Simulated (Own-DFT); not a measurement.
# Response to strain: hcp Ru, 36 atoms (Ru36)

These are calculations, not measurements. The program, named Own-DFT, is a retired in-house plane-wave density functional code that no person has reviewed. Each row is one single-point run on a periodic cell that was not relaxed, without spin or spin-orbit coupling.

Settings of every run: PBE; PseudoDojo norm-conserving scalar-relativistic files; cutoff 50 hartree; 5 x 5 x 4 k mesh centred on Gamma; cold (Marzari-Vanderbilt) smearing of 0.2 eV.

Known limits: forces on such cells failed a check on a denser k mesh; stress not checked against mesh or cutoff.

Unstrained cell vectors in Å: (8.118, 0.000, 0.000); (-4.059, 7.030, 0.000); (0.000, 0.000, 8.563). The unstrained cell has measured lattice constants (interpolated for alloys), not those of this functional. That, the random moves and any unrelaxed bonds set the pressure at no strain. Each run strains this cell uniformly, with the atoms carried along. Every atom was also moved at random, by a Gaussian of width 0.05 Å on each axis. Strain is the symmetric tensor, in per cent. Stress is positive in tension, and the pressure is minus a third of its trace.

```
run,e_xx (%),e_yy (%),e_zz (%),e_yz (%),e_xz (%),e_xy (%),s_xx (GPa),s_yy (GPa),s_zz (GPa),s_yz (GPa),s_xz (GPa),s_xy (GPa),P (GPa),E (meV/atom)
1,0.47,-1.59,0.09,1.33,0.31,-1.38,-7.60,-17.84,-9.49,5.60,1.17,-6.39,11.64,29.6
2,0.59,-1.95,1.13,0.57,1.38,1.18,-5.31,-17.11,-2.80,2.72,4.76,4.58,8.41,22.6
3,-1.66,0.74,-0.34,0.21,-0.94,0.43,-16.88,-7.08,-11.94,1.09,-3.42,1.62,11.97,17.1
4,1.84,0.44,0.51,1.09,0.30,0.89,4.74,-0.53,0.04,3.84,0.85,3.93,-1.42,0.0
5,0.32,0.95,0.41,0.53,-1.32,-1.81,-3.50,-0.90,-3.32,1.50,-5.55,-6.93,2.57,17.3
6,1.07,0.58,1.83,-0.98,1.43,-1.96,1.93,-0.14,5.78,-3.04,4.50,-7.07,-2.52,27.4
7,-1.14,0.79,-0.67,0.53,-0.74,-1.30,-14.90,-7.45,-12.61,2.16,-2.88,-5.39,11.65,26.4
8,-1.52,-1.33,0.56,0.73,-0.92,-0.53,-18.64,-18.35,-9.12,2.71,-4.05,-2.55,15.37,26.4
9,-1.19,1.33,1.60,1.11,-1.29,0.63,-9.60,0.66,2.41,3.52,-4.60,2.80,2.18,14.0
10,-0.23,-0.24,1.17,-1.18,-1.21,1.42,-7.49,-8.10,-0.97,-3.78,-4.19,5.61,5.52,18.3
11,-1.78,1.19,1.07,0.03,-0.53,-1.69,-14.66,-3.03,-2.03,-0.45,-1.94,-6.74,6.57,26.8
12,-0.28,1.46,-1.99,-1.30,1.87,1.52,-11.69,-3.57,-20.63,-4.69,8.27,5.35,11.96,48.5
13,-1.38,-1.45,0.62,-1.39,-1.93,0.89,-18.63,-19.93,-10.10,-5.87,-7.29,3.92,16.22,55.3
14,0.16,-1.40,-1.25,0.33,0.23,0.10,-12.29,-19.17,-18.89,1.56,0.79,0.17,16.79,34.4
15,0.69,0.18,-1.36,0.20,0.95,-1.15,-5.76,-8.30,-15.04,0.90,3.86,-4.52,9.70,15.8
16,-0.60,0.50,-0.10,0.20,0.38,-0.49,?,?,?,?,?,?,?,?
```

E is the free energy for each atom above the lowest run shown.

## Worked fit

Each stress component was fitted by least squares to a constant and the strains of the runs shown, as fractions, with shears doubled. Shear strains stay in the fit of a normal stress only where such slopes are resolved. The slopes, in GPa:

| stress | at no strain | per e_xx | per e_yy | per e_zz | scatter |
|---|---|---|---|---|---|
| s_xx | -8.1 | 602 ± 13 | 174 ± 12 | 191 ± 13 | 0.54 |
| s_yy | -8.5 | 203 ± 13 | 628 ± 12 | 179 ± 13 | 0.54 |
| s_zz | -8.2 | 182 ± 18 | 170 ± 16 | 664 ± 17 | 0.73 |

Each shear stress against twice its own strain: yz 184 ± 8, xz 191 ± 6, xy 198 ± 4 GPa. These are stiffnesses along x, y and z of the frame in which the cell vectors are given, which need not be the crystal's axes. The atoms are held to the strained lattice; where symmetry lets them move under strain, relaxing them would lower some slopes. The table should be nearly symmetric about its diagonal, and what it lacks of that shows the noise. A ninth of its sum, 333 ± 8 GPa, estimates the bulk modulus near the mean pressure of these runs, 8.4 GPa, so it lies above the value at zero pressure.

## Withheld run

Question: what normal stresses and pressure should run 16 give?

The fit gives s_xx = -11.0, s_yy = -6.7, s_zz = -9.1 and P = 9.0 GPa. The calculation gave -11.19, -4.95, -7.87 and P = 8.00 GPa.
